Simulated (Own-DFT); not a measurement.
# Which defects push the lattice out? zincblende InP

Source: density functional calculations with Own-DFT, an unreviewed in-house program that is no longer used. Nothing was measured or relaxed, and spin and spin-orbit coupling are left out.

Method: PBE; PseudoDojo norm-conserving scalar-relativistic files; cutoff 36 hartree; 2 x 3 x 3 k mesh centred on Gamma; Fermi-Dirac smearing of 0.1 eV.

Known weak points (not all hold for every row): not probed for a lower state with spin; forces on such cells failed a check on a denser k mesh; forces not confirmed at this smearing and k mesh; stress not checked against mesh or cutoff.

All runs share one cell, with vectors in Å (17.606, 0.000, 0.000); (0.000, 11.737, 0.000); (0.000, 0.000, 11.737) and a volume of 2425.5 Å³. Atoms were moved at random from their sites; u is the rms move along one axis. The defect's site can differ from row to row.

| cell | formula | u (Å) | P (GPa) |
|---|---|---|---|
| no defect | In48P48 | 0.0199 | 3.20 |
| no defect | In48P48 | 0.0490 | 3.56 |
| no defect | In48P48 | 0.0507 | 3.63 |
| two P on an In site each | In46P50 | 0.0281 | 2.97 |
| two P on an In site each | In46P50 | 0.0294 | 3.01 |
| two P on an In site each | In46P50 | 0.0476 | 3.28 |
| one In on a P site and one P on an In site | In48P48 | 0.0287 | ? |
| one In on a P site and one P on an In site | In48P48 | 0.0296 | 3.53 |
| one In on a P site and one P on an In site | In48P48 | 0.0502 | 3.89 |
| one In on a P site and one P on an In site | In48P48 | 0.0527 | 3.95 |

## Fit

P = P0 + c u² + a shift for each defect gives P0 = 3.10 GPa, c = 204 ± 9 GPa/Å² and a scatter of 0.02 GPa. The shifts, and each times the cell's volume:

- one In on a P site and one P on an In site: 0.27 ± 0.02 GPa, 4.1 eV
- two P on an In site each: -0.28 ± 0.02 GPa, -4.2 eV (-2.1 eV for each of its 2 sites)

Against the defect-free cell, a freed cell would be larger where the shift is positive and smaller where it is negative (160.2 GPa Å³ is 1 eV). The atoms around the defects weren't relaxed, which would change these numbers.

## The run left out

Q: what pressure belongs in the blank (one In on a P site and one P on an In site, u = 0.0287 Å)?

From the fit: 3.54 ± 0.03 GPa. The run itself gave 3.54 GPa.
